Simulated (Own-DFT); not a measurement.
## Calculated data, SiSnGe6 (diamond-structure random alloy, strained, atoms displaced)

A calculation, not a measurement: plane-wave density functional theory by an unreviewed code, no spin, of a simulated periodic cell, stress positive in tension, run twice, with PBE and with PBEsol, both on files made for PBE, so the change isn't that of files made for PBEsol, forces on such cells moved up to 12 meV/angstrom on a denser k mesh; the far tail of each file's local potential was reset to the Coulomb form; each entry is a single point on an unrelaxed cell, so the pressure reflects the starting lattice, mostly measured values (interpolated for alloys), from which strain is counted, and rises with the displacements; printed positions are rounded, which can move forces by about a meV/angstrom; the program, named Own-DFT, is a retired in-house code; no spin-orbit coupling; stress was not checked against mesh or cutoff. Program: Own-DFT development build.

```cif
# cell vector a (Å): 11.1517 0.0000 0.0000
# cell vector b (Å): 0.0000 11.1517 0.0000
# cell vector c (Å): 0.0000 0.0000 11.4670
data_SiSnGe6
_symmetry_space_group_name_H-M 'P 1'
_symmetry_Int_Tables_number 1
_cell_length_a 11.1517
_cell_length_b 11.1517
_cell_length_c 11.4670
_cell_angle_alpha 90.000
_cell_angle_beta 90.000
_cell_angle_gamma 90.000
_cell_volume 1426.04
loop_
_atom_site_label
_atom_site_type_symbol
_atom_site_fract_x
_atom_site_fract_y
_atom_site_fract_z
_atom_site_occupancy
Ge1 Ge 0.99961 0.99616 0.99789 1
Ge2 Ge 0.00739 0.24700 0.24799 1
Ge3 Ge 0.25172 0.00362 0.25119 1
Ge4 Ge 0.25074 0.25290 0.99337 1
Ge5 Ge 0.12164 0.12021 0.12819 1
Sn1 Sn 0.12425 0.37515 0.38466 1
Sn2 Sn 0.36889 0.12534 0.38000 1
Ge6 Ge 0.37014 0.37584 0.12129 1
Ge7 Ge 0.00368 0.00370 0.50010 1
Ge8 Ge 0.99952 0.25159 0.75104 1
Ge9 Ge 0.25225 0.99889 0.75655 1
Si1 Si 0.25089 0.25090 0.50585 1
Ge10 Ge 0.13204 0.11796 0.62625 1
Si2 Si 0.13103 0.38132 0.86721 1
Ge11 Ge 0.37662 0.11749 0.87450 1
Ge12 Ge 0.38165 0.37358 0.62248 1
Ge13 Ge 0.00386 0.50231 0.99559 1
Ge14 Ge 0.00249 0.75173 0.23713 1
Sn3 Sn 0.25285 0.50170 0.24610 1
Si3 Si 0.24301 0.75229 0.99857 1
Ge15 Ge 0.12464 0.62913 0.12735 1
Ge16 Ge 0.11892 0.87449 0.37927 1
Ge17 Ge 0.37524 0.62485 0.36371 1
Ge18 Ge 0.37446 0.87084 0.11410 1
Ge19 Ge 0.00230 0.49012 0.50699 1
Ge20 Ge 0.00093 0.75166 0.75778 1
Si4 Si 0.25217 0.48859 0.75073 1
Si5 Si 0.25466 0.75009 0.50535 1
Ge21 Ge 0.11860 0.62029 0.62217 1
Ge22 Ge 0.12473 0.87680 0.87311 1
Ge23 Ge 0.37353 0.62595 0.88036 1
Ge24 Ge 0.37228 0.86918 0.62237 1
Sn4 Sn 0.50163 0.99617 0.99719 1
Ge25 Ge 0.50711 0.24593 0.25041 1
Si6 Si 0.75261 0.00027 0.25825 1
Ge26 Ge 0.74763 0.25720 0.00062 1
Ge27 Ge 0.62956 0.13479 0.12110 1
Sn5 Sn 0.62203 0.36791 0.37842 1
Ge28 Ge 0.87369 0.13117 0.37021 1
Sn6 Sn 0.86981 0.38205 0.13212 1
Si7 Si 0.50201 0.98956 0.50144 1
Ge29 Ge 0.50238 0.25211 0.74898 1
Ge30 Ge 0.75714 0.00121 0.74816 1
Si8 Si 0.74551 0.24806 0.49506 1
Ge31 Ge 0.62934 0.12267 0.61551 1
Ge32 Ge 0.62506 0.37022 0.87181 1
Ge33 Ge 0.87197 0.12358 0.87825 1
Ge34 Ge 0.87508 0.37584 0.62546 1
Ge35 Ge 0.50176 0.50652 0.00149 1
Sn7 Sn 0.49831 0.75094 0.25518 1
Ge36 Ge 0.75090 0.50454 0.25135 1
Ge37 Ge 0.75052 0.75063 0.00346 1
Ge38 Ge 0.62582 0.62302 0.11920 1
Ge39 Ge 0.63667 0.87745 0.37903 1
Ge40 Ge 0.87029 0.62260 0.37578 1
Ge41 Ge 0.88028 0.87324 0.12878 1
Sn8 Sn 0.50359 0.50269 0.49931 1
Ge42 Ge 0.49551 0.74818 0.75700 1
Ge43 Ge 0.74859 0.50210 0.75307 1
Ge44 Ge 0.75192 0.75061 0.50368 1
Ge45 Ge 0.62727 0.61839 0.62292 1
Ge46 Ge 0.62043 0.88098 0.87646 1
Ge47 Ge 0.87223 0.61905 0.87110 1
Ge48 Ge 0.86951 0.87707 0.62269 1
_calc_functional 'PBE, then PBEsol'
_calc_potential_files 'PseudoDojo norm-conserving, scalar-relativistic, standard set'
_calc_wave_cutoff 49  # hartree
_calc_occupations 'Fermi-Dirac'
_calc_smearing_width 0.1  # eV
_calc_k_mesh '3 x 3 x 3 centred on Gamma'
_calc_PBE_pressure 9.88  # GPa
_calc_PBE_stress_xx -10.47  # GPa
_calc_PBE_stress_yy -10.52  # GPa
_calc_PBE_stress_zz -8.64  # GPa
_calc_PBE_stress_yz -1.16  # GPa
_calc_PBE_stress_xz -0.09  # GPa
_calc_PBE_stress_xy -0.35  # GPa
_calc_PBEsol_pressure 6.78  # GPa
_calc_PBEsol_stress_xx -7.38  # GPa
_calc_PBEsol_stress_yy -7.43  # GPa
_calc_PBEsol_stress_zz -5.54  # GPa
_calc_PBEsol_stress_yz -1.1  # GPa
_calc_PBEsol_stress_xz -0.07  # GPa
_calc_PBEsol_stress_xy -0.32  # GPa
_calc_rms_change_of_force_components_from_PBE_to_PBEsol 0.046  # eV/angstrom
```

Force:
```csv
force element,PBE force x (eV/Å),PBE force y (eV/Å),PBE force z (eV/Å),PBEsol force x (eV/Å),PBEsol force y (eV/Å),PBEsol force z (eV/Å)
Ge,-0.155,0.429,0.348,-0.15,0.415,0.342
Ge,-0.824,-0.606,0.107,-0.81,-0.601,0.113
Ge,-1.282,-2.205,-1.41,-1.262,-2.124,-1.369
Ge,-0.721,-0.478,0.015,-0.655,-0.487,0.054
Ge,0.773,0.158,-1.14,0.749,0.151,-1.089
Sn,0.462,-1.57,-0.734,0.399,-1.485,-0.757
Sn,1.68,-0.079,0.506,1.639,-0.092,0.395
Ge,2.241,-1.489,-1.054,2.173,-1.44,-1.03
Ge,-1.072,0.084,-0.034,-1.028,0.072,-0.037
Ge,0.548,-0.286,0.157,0.496,-0.299,0.122
Ge,0.057,-0.436,-1.114,0.046,-0.418,-1.076
Si,0.072,-0.109,2.098,0.072,-0.105,2.065
Ge,-0.289,1.019,0.283,-0.312,0.948,0.3
Si,-0.817,-0.832,0.793,-0.867,-0.876,0.842
Ge,-0.725,2.349,-1.016,-0.715,2.272,-0.989
Ge,-1.787,-0.78,1.293,-1.668,-0.76,1.259
Ge,0.71,0.1,-0.525,0.648,0.137,-0.474
Ge,-0.255,-0.429,2.62,-0.246,-0.41,2.525
Sn,-0.739,-0.138,-0.448,-0.71,-0.124,-0.438
Si,0.241,-0.316,-0.016,0.242,-0.309,-0.01
Ge,-0.317,0.49,-2.263,-0.35,0.457,-2.16
Ge,1.116,-0.598,-0.511,1.055,-0.537,-0.526
Ge,-1.203,0.812,3.763,-1.135,0.765,3.623
Ge,-2.195,-0.286,1.3,-2.092,-0.243,1.295
Ge,-2.377,2.389,0.478,-2.308,2.32,0.484
Ge,-0.665,-0.367,-1.365,-0.649,-0.359,-1.322
Si,0.435,1.466,-0.711,0.496,1.488,-0.763
Si,-1.196,-0.964,-1.305,-1.173,-0.943,-1.278
Ge,1.48,0.646,1.099,1.375,0.608,1.059
Ge,0.307,-0.356,0.606,0.262,-0.311,0.554
Ge,-1.133,-0.355,-0.369,-1.021,-0.341,-0.357
Ge,0.667,0.521,0.788,0.656,0.511,0.843
Sn,0.03,1.805,1.97,0.021,1.752,1.898
Ge,-1.797,-0.243,-2.122,-1.734,-0.23,-2.061
Si,0.235,0.486,-1.358,0.239,0.478,-1.324
Ge,0.127,-0.915,-1.076,0.104,-0.896,-1.039
Ge,0.524,-1.254,1.227,0.478,-1.172,1.166
Sn,1.935,0.075,-2.058,1.829,0.121,-2.067
Ge,0.228,-0.399,0.663,0.29,-0.383,0.639
Sn,2.04,-0.913,-1.207,1.976,-0.887,-1.18
Si,0.448,0.121,0.414,0.446,0.116,0.411
Ge,-0.11,-1.234,-0.448,-0.101,-1.182,-0.435
Ge,-1.216,0.121,0.168,-1.177,0.117,0.163
Si,2.359,-0.994,1.665,2.32,-0.98,1.639
Ge,-0.523,-0.243,0.714,-0.507,-0.241,0.757
Ge,-0.409,1.066,0.41,-0.39,1.033,0.397
Ge,0.4,0.59,0.058,0.388,0.563,0.045
Ge,-1.146,-0.882,0.187,-1.069,-0.82,0.204
Ge,-0.307,-1.4,-0.55,-0.299,-1.346,-0.525
Sn,1.724,1.445,-1.521,1.672,1.384,-1.488
Ge,-1.788,1.62,0.996,-1.726,1.576,0.966
Ge,0.196,0.153,-0.775,0.186,0.136,-0.744
Ge,0.703,0.104,0.58,0.681,0.098,0.554
Ge,-0.462,0.545,0.426,-0.454,0.452,0.432
Ge,1.419,0.553,0.209,1.351,0.529,0.196
Ge,-1.48,1.082,-0.449,-1.392,1.002,-0.47
Sn,-2.487,1.471,0.278,-2.413,1.418,0.277
Ge,0.671,-0.038,-0.891,0.644,-0.031,-0.85
Ge,-0.073,-0.923,-0.7,-0.061,-0.893,-0.682
Ge,-0.055,-0.595,-0.115,-0.052,-0.572,-0.118
Ge,0.904,2.405,2.104,0.885,2.33,2.039
Ge,2.788,-2.355,-2.391,2.698,-2.295,-2.318
Ge,0.455,1.15,0.956,0.443,1.116,0.928
Ge,1.628,-0.186,0.402,1.567,-0.174,0.392
```
